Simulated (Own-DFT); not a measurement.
## Calculated data, SiC (4H silicon carbide, atoms displaced), GaP (zincblende, atoms displaced), SiC (4H silicon carbide, strained, atoms displaced)

A calculation, not a measurement: plane-wave PBE density functional theory by an unreviewed code, no spin, of a simulated periodic cell, stress positive in tension, free energy of the whole cell less one offset for each atom, forces on such cells passed a denser k mesh, this cell's mesh not checked; offsets are fitted by least squares, one for each functional and potential file, so energies compare only between cells with the same atoms and settings and are not formation energies; the far tail of each file's local potential was reset to the Coulomb form; each entry is a single point on an unrelaxed cell, so the pressure reflects the starting lattice, mostly measured values (interpolated for alloys), from which strain is counted, and rises with the displacements; printed positions are rounded, which can move forces by about a meV/angstrom; the program, named Own-DFT, is a retired in-house code; no spin-orbit coupling. Program: Own-DFT development build.

Settings shared by all entries: functional PBE; potential files PseudoDojo norm-conserving, scalar-relativistic, standard set; wave cutoff 42 hartree; occupations Fermi-Dirac; smearing width 0.1 eV; hardware one NVIDIA H100.

```json
{"entry": 1, "formula": "SiC", "kind": "4H silicon carbide, atoms displaced", "structure": {"cell_angstrom": [[6.1654, 0.0, 0.0], [-3.0827, 5.3394, 0.0], [0.0, 0.0, 10.0681]], "atoms_fractional": [["Si", 0.00758, 0.02703, 0.4062], ["Si", 0.16714, 0.31273, 0.17843], ["C", 0.98156, 0.9688, 0.09365], ["C", 0.17557, 0.3392, 0.34062], ["Si", 0.01133, 0.50708, 0.39984], ["Si", 0.12107, 0.77703, 0.15291], ["C", 0.00354, 0.49964, 0.10198], ["C", 0.15613, 0.83541, 0.33507], ["Si", 0.4997, 0.00504, 0.39324], ["Si", 0.66631, 0.35305, 0.1662], ["C", 0.50976, 0.98065, 0.09756], ["C", 0.68236, 0.34551, 0.34251], ["Si", 0.52007, 0.50549, 0.40292], ["Si", 0.66165, 0.82929, 0.16957], ["C", 0.48618, 0.4894, 0.08779], ["C", 0.69702, 0.85909, 0.3254], ["Si", 0.99136, 0.98236, 0.91567], ["Si", 0.83537, 0.6653, 0.64199], ["C", 0.01658, 0.01895, 0.61374], ["C", 0.79918, 0.6467, 0.85443], ["Si", 0.02242, 0.51671, 0.9051], ["Si", 0.83429, 0.16869, 0.66819], ["C", 0.99009, 0.51581, 0.60177], ["C", 0.83163, 0.15286, 0.84404], ["Si", 0.48872, 0.00987, 0.90771], ["Si", 0.34646, 0.65775, 0.65669], ["C", 0.51468, 0.00142, 0.60632], ["C", 0.32767, 0.65343, 0.85158], ["Si", 0.49686, 0.49685, 0.90086], ["Si", 0.36063, 0.18384, 0.65223], ["C", 0.50341, 0.45859, 0.60315], ["C", 0.31998, 0.1679, 0.85751]]}, "settings": {"k_mesh": "5 x 5 x 3 centred on Gamma"}, "results": {"free_energy_of_cell_above_offsets [eV]": "5.860", "pressure [GPa]": 12.17, "stress_xx [GPa]": -8.88, "stress_yy [GPa]": -13.4, "stress_zz [GPa]": -14.24, "stress_yz [GPa]": -0.03, "stress_xz [GPa]": 0.68, "stress_xy [GPa]": -0.74, "force_element": ["Si", "Si", "C", "C", "Si", "Si", "C", "C", "Si", "Si", "C", "C", "Si", "Si", "C", "C", "Si", "Si", "C", "C", "Si", "Si", "C", "C", "Si", "Si", "C", "C", "Si", "Si", "C", "C"], "force_x [eV/angstrom]": [1.476, -0.395, 0.431, 0.731, -0.707, 1.687, 0.766, 0.841, 0.269, 0.741, -3.579, -0.418, -0.867, 0.13, 0.011, -1.336, -1.645, -2.116, -0.443, 5.793, -3.927, 0.766, 6.085, -0.93, 2.807, -1.869, -0.365, 1.016, -2.452, -1.274, -1.995, 0.767], "force_y [eV/angstrom]": [-2.618, -0.075, 1.323, 1.918, 0.919, 11.01, -8.789, 0.489, -0.537, -2.954, 1.918, -0.72, 0.632, -1.726, 0.2, -0.934, 0.422, 2.876, -0.991, 2.677, -3.939, 1.119, -2.916, 1.436, -0.971, 0.216, -1.375, 2.902, -1.666, -11.15, 12.18, -0.87], "force_z [eV/angstrom]": [1.855, -10.0, 2.237, 6.22, 2.293, 1.679, -2.765, 2.078, 1.187, -4.508, -0.109, 1.542, 0.784, -10.96, 3.193, 11.43, -1.608, 4.563, -3.861, -2.801, 1.325, -0.969, -2.819, 2.416, 1.452, 1.154, -2.963, -2.583, 3.231, 5.496, -5.773, -2.419], "wall_time [s]": 129.7}}
{"entry": 2, "formula": "GaP", "kind": "zincblende, atoms displaced", "structure": {"cell_angstrom": [[10.901, 0.0, 0.0], [0.0, 10.901, 0.0], [0.0, 0.0, 10.901]], "atoms_fractional": [["Ga", 0.01699, 0.99863, 0.98768], ["Ga", 0.00778, 0.24574, 0.23984], ["Ga", 0.23121, 0.00135, 0.25907], ["Ga", 0.25618, 0.25182, 0.99442], ["P", 0.14137, 0.11791, 0.11552], ["P", 0.11957, 0.3767, 0.3855], ["P", 0.37887, 0.12205, 0.36652], ["P", 0.37702, 0.39335, 0.14044], ["Ga", 0.00421, 0.99369, 0.49784], ["Ga", 0.005, 0.25045, 0.73378], ["Ga", 0.2498, 0.99738, 0.74083], ["Ga", 0.23848, 0.24877, 0.5035], ["P", 0.10708, 0.12708, 0.62934], ["P", 0.12779, 0.36054, 0.8864], ["P", 0.37653, 0.1289, 0.86418], ["P", 0.36825, 0.37935, 0.62553], ["Ga", 0.00662, 0.50201, 0.99939], ["Ga", 0.98855, 0.74979, 0.25264], ["Ga", 0.25166, 0.48268, 0.23304], ["Ga", 0.26604, 0.74075, 0.99423], ["P", 0.11074, 0.63889, 0.12893], ["P", 0.11798, 0.87682, 0.37281], ["P", 0.36699, 0.62153, 0.38221], ["P", 0.37312, 0.88276, 0.13735], ["Ga", 0.01785, 0.49407, 0.50036], ["Ga", 0.01173, 0.75155, 0.75488], ["Ga", 0.23791, 0.49516, 0.74144], ["Ga", 0.25262, 0.748, 0.49986], ["P", 0.12769, 0.60886, 0.61546], ["P", 0.12486, 0.88407, 0.87327], ["P", 0.36784, 0.64181, 0.89498], ["P", 0.3747, 0.87309, 0.62447], ["Ga", 0.49114, 0.98198, 0.98987], ["Ga", 0.5009, 0.24551, 0.23618], ["Ga", 0.74009, 0.00453, 0.24864], ["Ga", 0.75467, 0.25122, 0.98085], ["P", 0.61215, 0.11503, 0.13394], ["P", 0.62181, 0.371, 0.38896], ["P", 0.86957, 0.1418, 0.36644], ["P", 0.86786, 0.36628, 0.11652], ["Ga", 0.51156, 0.0025, 0.49478], ["Ga", 0.49817, 0.25048, 0.75553], ["Ga", 0.73518, 0.01831, 0.74497], ["Ga", 0.76916, 0.24543, 0.49993], ["P", 0.62809, 0.12384, 0.62347], ["P", 0.64664, 0.37974, 0.88591], ["P", 0.87375, 0.12314, 0.87538], ["P", 0.8675, 0.37708, 0.64224], ["Ga", 0.50978, 0.48819, 0.99051], ["Ga", 0.51391, 0.77126, 0.25471], ["Ga", 0.76005, 0.50004, 0.24907], ["Ga", 0.74075, 0.75347, 0.98329], ["P", 0.63346, 0.63133, 0.12795], ["P", 0.63092, 0.86537, 0.39374], ["P", 0.86266, 0.63547, 0.38917], ["P", 0.87227, 0.86997, 0.11223], ["Ga", 0.49775, 0.49941, 0.49666], ["Ga", 0.50083, 0.74991, 0.73331], ["Ga", 0.75992, 0.51218, 0.73706], ["Ga", 0.75905, 0.75112, 0.51243], ["P", 0.62321, 0.62943, 0.62632], ["P", 0.62667, 0.86678, 0.88955], ["P", 0.86189, 0.6309, 0.87477], ["P", 0.87138, 0.87574, 0.61921]]}, "settings": {"k_mesh": "3 x 3 x 3 centred on Gamma"}, "results": {"free_energy_of_cell_above_offsets [eV]": "-22.528", "pressure [GPa]": 5.59, "stress_xx [GPa]": -5.72, "stress_yy [GPa]": -5.74, "stress_zz [GPa]": -5.33, "stress_yz [GPa]": -2.31, "stress_xz [GPa]": 1.44, "stress_xy [GPa]": 4.16, "force_element": ["Ga", "Ga", "Ga", "Ga", "P", "P", "P", "P", "Ga", "Ga", "Ga", "Ga", "P", "P", "P", "P", "Ga", "Ga", "Ga", "Ga", "P", "P", "P", "P", "Ga", "Ga", "Ga", "Ga", "P", "P", "P", "P", "Ga", "Ga", "Ga", "Ga", "P", "P", "P", "P", "Ga", "Ga", "Ga", "Ga", "P", "P", "P", "P", "Ga", "Ga", "Ga", "Ga", "P", "P", "P", "P", "Ga", "Ga", "Ga", "Ga", "P", "P", "P", "P"], "force_x [eV/angstrom]": [-2.68, -0.243, 2.088, 1.575, -1.181, 1.441, -0.986, 4.229, -1.642, -1.887, -0.293, 1.174, 2.772, -1.206, -0.387, 0.868, -1.189, -0.947, -4.924, -5.784, 1.916, 0.193, 0.814, -0.688, -4.301, -1.32, 1.018, -0.517, 0.078, 2.412, 5.711, -0.011, -0.412, -0.492, 1.156, 0.391, 0.654, 0.877, 1.697, 1.438, -1.233, 1.16, 2.059, -2.013, -1.488, -2.264, 1.001, 1.812, -0.906, -1.107, -0.921, 2.183, -0.672, 0.655, 2.317, 0.232, -0.246, -0.395, -1.532, -1.565, 0.204, -2.439, 2.537, 1.205], "force_y [eV/angstrom]": [1.053, 0.522, 0.067, -0.364, 0.971, -1.832, 0.35, -4.351, 1.03, 1.464, 0.725, -0.595, -2.183, 1.756, -1.358, -0.829, -0.053, 0.593, 4.671, 5.771, -1.567, -1.416, 0.159, -0.677, 0.806, -0.609, -0.272, 0.154, 3.292, -2.114, -6.529, 0.831, 1.556, 1.322, -1.091, -2.102, 0.081, -0.394, -2.695, 0.77, -0.024, 1.292, -2.822, 1.599, 2.19, 0.918, -0.337, -0.819, 2.135, -1.943, -0.121, -2.137, -0.407, 1.329, -2.364, 1.147, 0.336, 0.422, 0.691, -0.199, -1.209, 2.734, -0.569, 1.247], "force_z [eV/angstrom]": [1.958, -0.157, -0.31, 1.394, 0.175, -3.321, 1.051, -4.748, -0.143, 3.485, 0.371, -0.092, -2.021, -2.026, 1.046, 0.185, 0.158, 0.404, 4.355, 6.007, -0.731, 0.569, -1.878, -0.535, 0.313, -0.862, 2.275, -0.104, 1.584, -1.043, -6.904, -0.942, 1.133, 1.936, 0.648, 2.842, -3.083, -1.448, -0.87, 0.649, 0.195, -0.991, 2.101, 1.32, -1.297, -3.322, -1.102, -2.556, 1.65, -0.448, 0.574, 3.495, -0.228, -0.931, -1.483, 0.603, 0.472, 2.723, 1.579, 0.298, -0.897, -4.618, -0.576, 2.116], "wall_time [s]": 615.2}}
{"entry": 3, "formula": "SiC", "kind": "4H silicon carbide, strained, atoms displaced", "structure": {"cell_angstrom": [[9.0665, 0.1816, 0.1515], [-4.376, 7.8537, -0.1735], [0.1649, -0.1229, 10.1674]], "atoms_fractional": [["Si", 0.0008, 0.00181, 0.39782], ["Si", 0.11208, 0.22526, 0.14287], ["C", 0.99339, 0.99989, 0.10449], ["C", 0.10614, 0.21357, 0.34231], ["Si", 0.0079, 0.32931, 0.40815], ["Si", 0.11387, 0.55628, 0.15743], ["C", 0.99888, 0.33277, 0.0982], ["C", 0.11238, 0.55062, 0.35408], ["Si", 0.00572, 0.65925, 0.40434], ["Si", 0.10761, 0.88192, 0.16407], ["C", 0.006, 0.66608, 0.09696], ["C", 0.1209, 0.89719, 0.34676], ["Si", 0.34144, 0.0021, 0.40836], ["Si", 0.44933, 0.22038, 0.15773], ["C", 0.32928, 0.99547, 0.09484], ["C", 0.44128, 0.22302, 0.34142], ["Si", 0.33458, 0.34217, 0.40162], ["Si", 0.44217, 0.5539, 0.15412], ["C", 0.33509, 0.32809, 0.0942], ["C", 0.44544, 0.5571, 0.34022], ["Si", 0.33754, 0.65787, 0.4115], ["Si", 0.43885, 0.89272, 0.1564], ["C", 0.33051, 0.66706, 0.10075], ["C", 0.44438, 0.89654, 0.34857], ["Si", 0.67546, 0.00494, 0.40548], ["Si", 0.78154, 0.22635, 0.16068], ["C", 0.65823, 0.99948, 0.10361], ["C", 0.78161, 0.22857, 0.34115], ["Si", 0.68616, 0.34231, 0.40591], ["Si", 0.77573, 0.55535, 0.15509], ["C", 0.67624, 0.33476, 0.09142], ["C", 0.77733, 0.55261, 0.34678], ["Si", 0.66759, 0.67028, 0.40669], ["Si", 0.7636, 0.88456, 0.16657], ["C", 0.66378, 0.66307, 0.09435], ["C", 0.78477, 0.89693, 0.34181], ["Si", 0.99457, 0.99831, 0.90115], ["Si", 0.89422, 0.78186, 0.66398], ["C", 0.99027, 0.99599, 0.58799], ["C", 0.88408, 0.77853, 0.84401], ["Si", 0.00397, 0.66756, 0.91027], ["Si", 0.88846, 0.44242, 0.65503], ["C", 0.99603, 0.65415, 0.59962], ["C", 0.88335, 0.44643, 0.84113], ["Si", 0.99933, 0.33174, 0.90268], ["Si", 0.89127, 0.1019, 0.65625], ["C", 0.99762, 0.33136, 0.58976], ["C", 0.88769, 0.11281, 0.84876], ["Si", 0.66586, 0.99471, 0.91407], ["Si", 0.54349, 0.776, 0.65707], ["C", 0.66481, 0.00138, 0.59997], ["C", 0.55933, 0.7717, 0.84767], ["Si", 0.65979, 0.6577, 0.90963], ["Si", 0.5614, 0.45131, 0.65411], ["C", 0.65767, 0.66696, 0.59013], ["C", 0.56395, 0.44588, 0.84307], ["Si", 0.67446, 0.33759, 0.90666], ["Si", 0.5595, 0.11704, 0.65636], ["C", 0.66968, 0.32605, 0.5958], ["C", 0.55414, 0.10294, 0.84951], ["Si", 0.33088, 0.9938, 0.91022], ["Si", 0.2108, 0.77649, 0.65069], ["C", 0.33571, 0.00539, 0.59736], ["C", 0.21917, 0.78119, 0.8463], ["Si", 0.34362, 0.67295, 0.90386], ["Si", 0.22555, 0.44733, 0.66422], ["C", 0.33007, 0.66438, 0.59643], ["C", 0.21613, 0.44583, 0.84688], ["Si", 0.33107, 0.31928, 0.90459], ["Si", 0.2299, 0.12161, 0.65316], ["C", 0.3388, 0.33696, 0.59144], ["C", 0.22016, 0.10952, 0.83998]]}, "settings": {"k_mesh": "4 x 4 x 3 centred on Gamma"}, "results": {"free_energy_of_cell_above_offsets [eV]": "-5.316", "pressure [GPa]": 9.77, "stress_xx [GPa]": -17.14, "stress_yy [GPa]": -11.79, "stress_zz [GPa]": -0.37, "stress_yz [GPa]": -4.33, "stress_xz [GPa]": 6.58, "stress_xy [GPa]": 10.39, "force_element": ["Si", "Si", "C", "C", "Si", "Si", "C", "C", "Si", "Si", "C", "C", "Si", "Si", "C", "C", "Si", "Si", "C", "C", "Si", "Si", "C", "C", "Si", "Si", "C", "C", "Si", "Si", "C", "C", "Si", "Si", "C", "C", "Si", "Si", "C", "C", "Si", "Si", "C", "C", "Si", "Si", "C", "C", "Si", "Si", "C", "C", "Si", "Si", "C", "C", "Si", "Si", "C", "C", "Si", "Si", "C", "C", "Si", "Si", "C", "C", "Si", "Si", "C", "C"], "force_x [eV/angstrom]": [0.363, 0.665, 0.273, 1.665, -2.01, 0.125, -0.249, 2.396, -2.845, -0.339, -1.678, 0.585, -2.956, -0.084, -1.056, 1.966, 0.2, 0.064, -0.149, 1.797, -2.765, 0.842, 0.794, 3.713, -2.533, 0.205, 0.773, 2.653, -4.035, 1.182, -1.458, 0.833, -0.018, 1.595, -0.382, 0.142, 0.875, -1.347, 3.887, 0.568, -0.898, -0.31, -1.109, 2.022, -1.196, -3.642, 1.729, -0.246, -0.139, 1.259, 1.361, -1.099, 1.305, -0.002, 1.684, -1.656, -0.65, -0.849, -0.681, -0.535, -0.169, 1.391, 0.601, 1.049, -2.087, -1.058, -0.257, 1.946, -0.294, -1.481, -0.158, -0.085], "force_y [eV/angstrom]": [-0.433, -1.246, -1.224, 1.948, 0.336, -0.838, 0.821, -0.547, 2.356, 1.831, -0.37, -2.536, 2.01, -0.087, 0.772, 0.43, -1.98, -0.295, 0.593, -0.185, 2.648, -0.962, 0.307, -2.625, 0.517, -0.736, 0.251, -1.443, -1.346, -0.131, 0.012, 1.718, 0.104, 0.795, 0.429, -2.29, 0.214, -0.962, -0.768, -0.719, -0.071, -1.008, 2.011, 0.251, 0.898, 2.426, -0.806, -0.728, 0.517, 1.087, -0.878, 0.978, 1.124, -0.916, 0.45, -1.4, -1.897, -1.405, 2.257, 1.188, 1.404, 0.978, -1.039, -1.149, -1.059, -0.732, -0.038, -0.035, 2.805, -1.058, 0.595, -1.116], "force_z [eV/angstrom]": [1.705, 2.799, -2.061, -1.232, -0.027, 1.111, -1.806, -2.195, 1.494, -0.769, -0.317, 0.259, 1.063, -0.049, -0.411, 0.647, 0.641, 0.186, -1.034, -0.478, -0.096, 1.653, -1.609, -1.088, 1.224, -0.552, -1.184, 0.444, 1.33, 0.746, 0.166, -0.989, 0.136, -2.381, 0.208, 1.066, 2.253, -1.997, -0.35, 1.05, -0.395, 0.972, -1.816, 0.352, 1.273, 0.99, 1.389, -1.05, -0.139, 0.484, -1.356, -0.805, -0.005, 0.095, 0.579, -0.326, 0.183, 1.632, -1.119, -0.53, -0.382, 1.627, -0.974, -1.039, 1.331, -1.342, -0.058, 0.178, 0.434, 0.091, 0.025, 0.143], "wall_time [s]": 335.7}}
```
